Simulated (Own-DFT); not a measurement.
# Computed records: SiC (4H silicon carbide, strained, atoms displaced)

Computed with Own-DFT development build. A calculation, not a measurement: plane-wave PBE density functional theory by an unreviewed code, no spin, of a simulated periodic cell, stress positive in tension, free energy of the whole cell less one offset for each atom, forces on such cells passed a denser k mesh, this cell's mesh not checked; offsets are fitted by least squares, one for each functional and potential file, so energies compare only between cells with the same atoms and settings and are not formation energies; the far tail of each file's local potential was reset to the Coulomb form; each entry is a single point on an unrelaxed cell, so the pressure reflects the starting lattice, mostly measured values (interpolated for alloys), from which strain is counted, and rises with the displacements; printed positions are rounded, which can move forces by about a meV/angstrom; the program, named Own-DFT, is a retired in-house code; no spin-orbit coupling; before rounding, a Quantum ESPRESSO 7.3.1 run of the same cell and cutoff gave forces within 1 meV/angstrom rms on each cell, which checks the program and not the settings.

SiC (4H silicon carbide, strained, atoms displaced)

```
CELL_PARAMETERS angstrom
6.19930 0.00800 0.10340
-3.09270 5.24940 -0.03670
0.16890 0.02840 10.07000
ATOMIC_POSITIONS crystal
Si 0.00777 0.01133 0.41131
Si 0.15180 0.34549 0.16122
C 0.01172 0.00774 0.09365
C 0.17443 0.31256 0.33242
Si 0.99299 0.49394 0.41385
Si 0.17045 0.83155 0.15506
C 0.99158 0.50766 0.08669
C 0.17469 0.82916 0.34524
Si 0.50253 0.00106 0.40928
Si 0.65381 0.32701 0.15281
C 0.51128 0.01184 0.09617
C 0.67674 0.35383 0.34509
Si 0.50169 0.50459 0.40055
Si 0.66007 0.83135 0.15884
C 0.49917 0.49497 0.10229
C 0.65905 0.82538 0.34001
Si 0.01024 0.99692 0.90174
Si 0.82594 0.65457 0.66166
C 0.00434 0.00558 0.59755
C 0.84438 0.66598 0.85125
Si 0.98805 0.49768 0.89739
Si 0.84453 0.18713 0.66019
C 0.99998 0.49101 0.59183
C 0.82354 0.15197 0.84722
Si 0.48980 0.99652 0.90723
Si 0.32712 0.66296 0.64920
C 0.48808 0.99356 0.59166
C 0.35107 0.66261 0.84780
Si 0.51581 0.51449 0.89868
Si 0.34029 0.17170 0.65354
C 0.49513 0.50497 0.59256
C 0.32395 0.15374 0.84724
```

```
functional                        : PBE
potential files                   : PseudoDojo norm-conserving, scalar-relativistic, standard set
wave cutoff                       : 42 hartree
occupations                       : Fermi-Dirac
smearing width                    : 0.1 eV
k mesh                            : 5 x 5 x 3 centred on Gamma
free energy of cell above offsets : -1.672 eV
pressure                          : 8.02 GPa
stress xx                         : -4.03 GPa
stress yy                         : -14.15 GPa
stress zz                         : -5.88 GPa
stress yz                         : 2.41 GPa
stress xz                         : 4.37 GPa
stress xy                         : 1.78 GPa
```

Force:
```
element  x (eV/Å)  y (eV/Å)  z (eV/Å)
     Si     0.141     -3.13    -0.992
     Si      1.69    -1.138    -3.513
      C     -1.19    -0.496     -0.23
      C    -1.816     2.767     3.654
     Si      0.97     0.553    -3.162
     Si    -1.026     1.021     0.486
      C     0.498    -0.678     0.517
      C    -0.681     0.074     0.557
     Si    -0.293     0.351    -1.485
     Si     1.029     2.391     1.498
      C    -0.536    -2.701    -0.989
      C     0.851    -2.316    -0.022
     Si    -0.263    -0.844     0.515
     Si     1.712     0.537      -1.3
      C    -1.773     0.944    -2.248
      C     0.485     2.408     1.661
     Si    -2.529     0.839     2.693
     Si    -0.316     1.861    -1.238
      C    -0.281    -0.412     0.159
      C    -1.413     0.217    -2.934
     Si     3.963    -1.486     2.633
     Si     -0.26    -4.949     0.519
      C    -0.921     2.273      0.98
      C     0.241     1.302    -0.895
     Si     1.184    -0.172     0.568
     Si     0.657     0.789     2.126
      C     1.459     1.332       0.6
      C    -3.547     0.451    -2.028
     Si    -0.366    -2.969     3.402
     Si    -1.053    -0.877     0.762
      C     1.371    -0.449    -0.353
      C     2.014     2.511     -1.94
```
